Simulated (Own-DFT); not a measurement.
# How strain changes the stress of wurtzite AlN, 128 atoms (Al64N64)

Calculated results; nothing here was measured. They come from Own-DFT, an in-house plane-wave density functional program, since retired, whose code no person has reviewed. Each row is one single-point run on a periodic cell that was not relaxed, without spin or spin-orbit coupling.

Settings of every run: PBE; PseudoDojo norm-conserving scalar-relativistic files; cutoff 42 hartree; 3 x 3 x 3 k mesh centred on Gamma; Gaussian smearing of 0.01 eV.

Known limits: k mesh not checked against a denser one; stress not checked against mesh or cutoff.

Unstrained cell vectors in Å: (12.448, 0.000, 0.000); (-6.224, 10.780, 0.000); (0.000, 0.000, 9.964). The unstrained cell has measured lattice constants (interpolated for alloys), not those of this functional. That, the random moves and any unrelaxed bonds set the pressure at no strain. Each run strains this cell uniformly, with the atoms carried along. Every atom was also moved at random, by a Gaussian of width 0.05 Å on each axis. Strain is the symmetric tensor, in per cent. Stress is positive in tension, and the pressure is minus a third of its trace.

| run | e_xx (%) | e_yy (%) | e_zz (%) | e_yz (%) | e_xz (%) | e_xy (%) | s_xx (GPa) | s_yy (GPa) | s_zz (GPa) | s_yz (GPa) | s_xz (GPa) | s_xy (GPa) | P (GPa) | E (meV/atom) |
|---|---|---|---|---|---|---|---|---|---|---|---|---|---|---|
| 1 | -1.44 | -0.12 | -0.30 | 0.74 | -0.20 | -0.59 | -14.93 | -7.92 | -7.86 | 1.98 | -0.41 | -3.29 | 10.24 | 28.4 |
| 2 | -0.15 | 1.38 | 1.50 | 0.75 | 1.96 | 1.98 | -3.82 | 1.57 | 0.79 | 1.83 | 4.56 | 6.53 | 0.49 | 18.9 |
| 3 | 1.88 | -0.57 | 1.12 | 1.81 | 0.97 | 0.52 | 1.65 | -6.96 | 1.64 | 4.39 | 2.85 | 2.57 | 1.22 | 28.9 |
| 4 | 1.66 | 0.23 | 0.84 | -0.92 | -1.02 | 1.36 | 2.89 | -3.73 | 0.20 | -2.43 | -2.24 | 4.76 | 0.21 | 7.9 |
| 5 | 1.35 | -0.50 | -0.97 | -1.78 | -1.18 | 1.74 | -0.90 | -6.63 | -12.69 | -5.01 | -2.41 | 6.45 | 6.74 | 36.2 |
| 6 | -1.19 | 0.19 | -0.69 | -0.14 | -1.13 | -1.12 | -13.68 | -5.82 | -9.41 | -0.62 | -3.59 | -3.48 | 9.64 | 26.8 |
| 7 | -0.43 | 0.02 | -1.72 | -1.35 | 1.25 | 1.52 | -9.61 | -7.39 | -14.49 | -3.51 | 3.17 | 5.09 | 10.50 | 33.8 |
| 8 | 0.66 | -0.88 | 0.36 | -1.95 | -0.10 | 1.27 | -3.13 | -9.09 | -3.98 | -4.69 | 0.40 | 5.37 | 5.40 | 9.7 |
| 9 | -1.89 | 1.70 | -0.95 | 1.96 | -0.93 | -0.45 | -15.62 | -0.26 | -9.47 | 5.13 | -3.13 | 0.25 | 8.45 | 28.7 |
| 10 | -0.40 | -1.96 | 1.37 | -1.12 | -1.78 | 0.43 | -9.69 | -16.33 | -0.27 | -2.16 | -5.08 | 2.73 | 8.76 | 38.0 |
| 11 | -1.63 | 1.12 | -1.05 | -0.05 | 1.69 | -0.19 | -12.12 | -3.06 | -12.40 | -0.18 | 4.30 | 0.18 | 9.19 | 26.2 |
| 12 | -0.80 | -1.74 | 0.04 | -1.12 | -1.75 | 0.65 | -11.12 | -15.95 | -7.18 | -1.78 | -4.91 | 3.23 | 11.41 | 27.5 |
| 13 | 1.12 | -1.60 | -0.17 | 0.90 | 0.24 | -0.02 | -2.01 | -13.27 | -6.14 | 2.59 | 0.73 | 0.14 | 7.14 | 17.6 |
| 14 | 1.62 | 0.18 | -1.02 | -0.51 | 0.82 | -1.05 | 0.80 | -3.88 | -7.86 | -1.30 | 1.98 | -4.06 | 3.64 | 0.0 |
| 15 | 1.60 | -0.39 | -0.74 | 1.63 | 1.02 | 0.51 | 0.80 | -7.84 | -9.36 | 3.17 | 2.87 | 1.76 | 5.47 | 33.3 |
| 16 | 0.94 | 1.09 | -1.46 | 1.90 | 0.30 | -1.97 | ? | ? | ? | ? | ? | ? | ? | ? |

E is the free energy for each atom above the lowest run shown.

## Worked fit

Each stress component was fitted by least squares to a constant and the strains of the runs shown, as fractions, with shears doubled. Shear strains stay in the fit of a normal stress only where such slopes are resolved. The slopes, in GPa:

```
stress  at no strain  per e_xx  per e_yy  per e_zz  scatter
  s_xx          -6.4  491 ± 22   99 ± 28   67 ± 29     1.04
  s_yy          -6.2   97 ± 14  501 ± 18   35 ± 19     0.66
  s_zz          -5.8   64 ± 28   53 ± 34  494 ± 36     1.29
```

Each shear stress against twice its own strain: yz 122 ± 5, xz 131 ± 5, xy 180 ± 16 GPa. These are stiffnesses along x, y and z of the frame in which the cell vectors are given, which need not be the crystal's axes. The atoms are held to the strained lattice; where symmetry lets them move under strain, relaxing them would lower some slopes. The table should be nearly symmetric about its diagonal, and what it lacks of that shows the noise. A ninth of its sum, 211 ± 6 GPa, estimates the bulk modulus near the mean pressure of these runs, 6.6 GPa, so it lies above the value at zero pressure.

## Withheld run

Question: what normal stresses and pressure should run 16 give?

The fit gives s_xx = -1.7, s_yy = -0.4, s_zz = -11.8 and P = 4.6 GPa. The calculation gave -1.23, -1.02, -12.24 and P = 4.83 GPa.
